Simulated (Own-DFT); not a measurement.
# Reading a pressure off an energy slope: alpha-quartz SiO2, 70 atoms (O46Si24), with two O vacancies

Calculated, not measured. Each geometry was run twice at fixed positions with Own-DFT, a retired in-house plane-wave program that no person has reviewed: with PBE, and with HSE06 (exact exchange share 0.25 at short range, screening 0.11 per bohr, Gygi-Baldereschi treatment of its divergence). Both used PseudoDojo norm-conserving files made for PBE, a cutoff of 48 hartree, the Gamma point alone, fixed occupations, a neutral cell and no spin. One k point on a cell 8.5 Å thick isn't converged, and results move with the size of the cell. The oxygen file's force components were 24 meV/Å off all-electron values in a glass.

Unstrained cell vectors in Å: (9.827, 0.000, 0.000); (-4.913, 8.510, 0.000); (0.000, 0.000, 10.810), volume V0 = 904.1 Å³, from measured lattice constants. Each geometry has its own random strain of a few per cent, its own defect sites and random moves of rms u per axis. HSE06 gave the energy alone. D is its energy less that of PBE, over the lowest D shown. The PBE stress wasn't checked against mesh or cutoff.

| run | V - V0 (Å³) | u (Å) | P with PBE (GPa) | D (eV) |
|---|---|---|---|---|
| 1 | -14.8 | 0.0304 | 11.47 | 0.322 |
| 2 | -8.0 | 0.0294 | 9.49 | 0.477 |
| 3 | -24.2 | 0.0320 | 14.08 | 0.043 |
| 4 | 23.8 | 0.0299 | 3.88 | 1.195 |
| 5 | 12.3 | 0.0295 | 5.31 | 1.055 |
| 6 | 14.1 | 0.0310 | 4.68 | 1.080 |
| 7 | 20.9 | 0.0325 | 3.33 | 1.293 |
| 8 | -28.2 | 0.0301 | 14.52 | 0.000 |
| 9 | 20.4 | 0.0285 | 3.54 | 1.262 |
| 10 | 13.2 | 0.0323 | 3.95 | 1.195 |
| 11 | -7.0 | 0.0300 | 9.13 | 0.509 |
| 12 | 18.4 | 0.0298 | 4.30 | 1.220 |
| 13 | 3.4 | 0.0315 | 7.02 | 0.879 |
| 14 | -15.7 | 0.0304 | 11.50 | ? |

## Working it out

D = 0.72 + 0.0264 (V - V0) eV, with an error of 0.0011 on the volume slope and a scatter of 0.07 eV. Pressure is -dE/dV, and 1 eV/Å³ is 160.2 GPa, so HSE06 changes the pressure by -4.2 ± 0.2 GPa. Turning this into a change of volume would need the relaxed stiffness: quartz yields by tilting its tetrahedra, which these fixed-ion runs don't allow.

## Withheld run

The question: what D should run 14 give?

The fit gives 0.31 eV, with rows scattering by 0.07. Computed: 0.372 eV.
